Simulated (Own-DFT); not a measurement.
# What a defect does to the pressure of its cell: zincblende GaAs

Calculated, not measured: single-point runs of Own-DFT, a retired in-house plane-wave DFT program that no person has reviewed, on unrelaxed cells, without spin or spin-orbit coupling.

All runs used: PBE; PseudoDojo norm-conserving scalar-relativistic files; cutoff 42 hartree; 3 x 3 x 3 k mesh centred on Gamma; Fermi-Dirac smearing of 0.1 eV.

Known weak points (not all hold for every row): not probed for a lower state with spin; forces not confirmed at this smearing and k mesh; stress not checked against mesh or cutoff.

All runs share one cell, with vectors in Å (11.737, 0.000, 0.000); (0.000, 11.737, 0.000); (0.000, 0.000, 10.919) and a volume of 1504.3 Å³, strained against the parent crystal. u is the rms random offset of the atoms per axis. The defect's site can differ from row to row.

```
                             cell     formula   u (Å)  P (GPa)
                        no defect    As32Ga32  0.0299     0.74
                        no defect    As32Ga32  0.0495     1.17
                        no defect    As32Ga32  0.0503     1.10
              one P on an As site   As31Ga32P  0.0279     0.49
              one P on an As site   As31Ga32P  0.0476     0.80
              one P on an As site   As31Ga32P  0.0520     0.89
              one Al on a Ga site  AlAs32Ga31  0.0304     0.75
              one Al on a Ga site  AlAs32Ga31  0.0307     0.70
              one Al on a Ga site  AlAs32Ga31  0.0528        ?
              one Al on a Ga site  AlAs32Ga31  0.0529     1.13
one As vacancy and one Ga vacancy    As31Ga31  0.0273     0.39
one As vacancy and one Ga vacancy    As31Ga31  0.0312     0.52
one As vacancy and one Ga vacancy    As31Ga31  0.0468     0.79
              one In on a Ga site  As32Ga31In  0.0330     1.36
              one In on a Ga site  As32Ga31In  0.0489     1.56
              one In on a Ga site  As32Ga31In  0.0509     1.65
```

## Working it out

P = P0 + c u² + a shift for each defect gives P0 = 0.57 GPa, c = 220 ± 14 GPa/Å² and a scatter of 0.04 GPa. The shifts, and each times the cell's volume:

- one In on a Ga site: 0.50 ± 0.03 GPa, 4.7 eV
- one Al on a Ga site: -0.05 ± 0.03 GPa, -0.5 eV (not resolved)
- one P on an As site: -0.27 ± 0.03 GPa, -2.5 eV
- one As vacancy and one Ga vacancy: -0.29 ± 0.03 GPa, -2.8 eV

Against the defect-free cell, a freed cell would be larger where the shift is positive and smaller where it is negative (160.2 GPa Å³ is 1 eV). The atoms around the defects weren't relaxed, which would change these numbers.

## Withheld run

Question: what pressure belongs in the blank (one Al on a Ga site, u = 0.0528 Å)?

The fit gives 1.13 ± 0.05 GPa. DFT gave 1.10 GPa.
